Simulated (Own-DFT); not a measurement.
# Strain and stress in grey tin, 64 atoms (Sn64)

Calculated results; nothing here was measured. The program, named Own-DFT, is a retired in-house plane-wave density functional code that no person has reviewed. Each row is one single-point run on a periodic cell that was not relaxed, without spin or spin-orbit coupling.

Settings of every run: PBE; PseudoDojo norm-conserving scalar-relativistic files; cutoff 42 hartree; 3 x 3 x 3 k mesh centred on Gamma; cold (Marzari-Vanderbilt) smearing of 0.2 eV.

Known limits: forces on such cells moved up to 12 meV/angstrom on a denser k mesh; stress not checked against mesh or cutoff.

Unstrained cell vectors in Å: (12.978, 0.000, 0.000); (0.000, 12.978, 0.000); (0.000, 0.000, 12.978). The unstrained cell has measured lattice constants (interpolated for alloys), not those of this functional. That, the random moves and any unrelaxed bonds set the pressure at no strain. Each run strains this cell uniformly, with the atoms carried along. Every atom was also moved at random, by a Gaussian of width 0.05 Å on each axis. Strain is the symmetric tensor, in per cent. Stress is positive in tension, and the pressure is minus a third of its trace.

```
run  e_xx (%)  e_yy (%)  e_zz (%)  s_xx (GPa)  s_yy (GPa)  s_zz (GPa)  P (GPa)  E (meV/atom)
  1     -0.50     -0.50      0.00       -4.17       -4.15       -4.02     4.11          22.6
  2     -2.50     -2.50      0.00       -6.84       -6.90       -6.12     6.62          76.7
  3     -0.50     -0.50      0.00       -4.18       -4.25       -4.11     4.18          29.1
  4     -2.00     -2.00      0.00       -6.05       -6.08       -5.41     5.85          52.8
  5      0.75      0.75      0.00       -2.76       -2.75       -3.00     2.84           5.7
  6     -2.50     -2.50      0.00       -6.87       -6.89       -6.14     6.64          78.9
  7      0.25      0.25      0.00       -3.40       -3.36       -3.43     3.40          18.6
  8     -2.00     -2.00      0.00       -6.15       -6.15       -5.53     5.95          63.4
  9     -1.50     -1.50      0.00       -5.43       -5.56       -5.09     5.36          52.1
 10      0.25      0.25      0.00       -3.33       -3.35       -3.42     3.37          14.7
 11      0.75      0.75      0.00       -2.70       -2.69       -2.95     2.78           0.0
 12     -1.50     -1.50      0.00       -5.52       -5.48       -5.04     5.35          52.1
 13     -1.00     -1.00      0.00           ?           ?           ?        ?             ?
```

E is the free energy for each atom above the lowest run shown.

## Worked fit

The change of volume is close to e_xx + e_yy + e_zz. A straight line through the runs shown gives P = 3.65 - 58 x (fractional change of volume) GPa, with an error of 1 on the slope and a scatter of 0.07 GPa. The strain isn't the same on all axes, but the crystal is cubic, so the slope still estimates the bulk modulus, averaged over pressures from 2.8 to 6.6 GPa.

## Withheld run

Question: what pressure should run 13 give? Its volume changes by -1.99 %.

The line gives 4.8 GPa. The calculation gave 4.67 GPa.
